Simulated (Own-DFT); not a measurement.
# What a defect does to the pressure of its cell: 4H SiC

Calculated, not measured: single-point runs of Own-DFT, a retired in-house plane-wave DFT program that no person has reviewed, on unrelaxed cells, without spin or spin-orbit coupling.

Common settings: PBE; PseudoDojo norm-conserving scalar-relativistic files; cutoff 42 hartree; 4 x 4 x 3 k mesh centred on Gamma; Fermi-Dirac smearing of 0.1 eV.

Keep in mind (not all hold for every row): a neutral cation vacancy leaves holes that likely carry spin, which these runs leave out; not probed for a lower state with spin; forces on such cells failed a check on a denser k mesh; forces on such cells passed a denser k mesh, each cell not checked; stress not checked against mesh or cutoff.

All runs share one cell, with vectors in Å (9.248, 0.000, 0.000); (-4.624, 8.009, 0.000); (0.000, 0.000, 10.068) and a volume of 745.7 Å³. Atoms were moved at random from their sites; u is the rms move along one axis. The defect's site can differ from row to row.

| cell | formula | u (Å) | P (GPa) |
|---|---|---|---|
| no defect | C36Si36 | 0.0303 | 3.75 |
| no defect | C36Si36 | 0.0575 | 5.80 |
| no defect | C36Si36 | 0.0585 | 6.23 |
| one C on a Si site | C37Si35 | 0.0482 | 3.50 |
| one C on a Si site | C37Si35 | 0.0491 | 3.53 |
| one C on a Si site | C37Si35 | 0.0508 | 3.16 |
| two N on a C site each | C34N2Si36 | 0.0290 | ? |
| two N on a C site each | C34N2Si36 | 0.0301 | 2.69 |
| two N on a C site each | C34N2Si36 | 0.0515 | 4.24 |
| two N on a C site each | C34N2Si36 | 0.0533 | 4.18 |
| two Al on a Si site each | Al2C36Si34 | 0.0300 | 5.68 |
| two Al on a Si site each | Al2C36Si34 | 0.0492 | 7.26 |
| two Al on a Si site each | Al2C36Si34 | 0.0509 | 7.18 |
| one Si vacancy | C36Si35 | 0.0284 | 3.06 |
| one Si vacancy | C36Si35 | 0.0292 | 2.86 |
| one Si vacancy | C36Si35 | 0.0310 | 3.10 |

## Fit

P = P0 + c u² + a shift for each defect gives P0 = 2.99 GPa, c = 891 ± 70 GPa/Å² and a scatter of 0.20 GPa. The shifts, and each times the cell's volume:

- two Al on a Si site each: 1.96 ± 0.17 GPa, 9.1 eV (4.6 eV for each of its 2 sites)
- one Si vacancy: -0.76 ± 0.20 GPa, -3.5 eV
- two N on a C site each: -1.19 ± 0.17 GPa, -5.5 eV (-2.8 eV for each of its 2 sites)
- one C on a Si site: -1.77 ± 0.16 GPa, -8.2 eV

A positive shift means that the defect pushes the cell outwards. Shift times volume (160.2 GPa Å³ is 1 eV) depends little on the cell's size, so, taken for each site, it can be compared between cells at like pressure. The atoms around the defects weren't relaxed, which would change these numbers.

## Prediction

The question: what pressure belongs in the blank (two N on a C site each, u = 0.0290 Å)?

The fitted form gives 2.55 ± 0.25 GPa. The run itself gave 2.64 GPa.
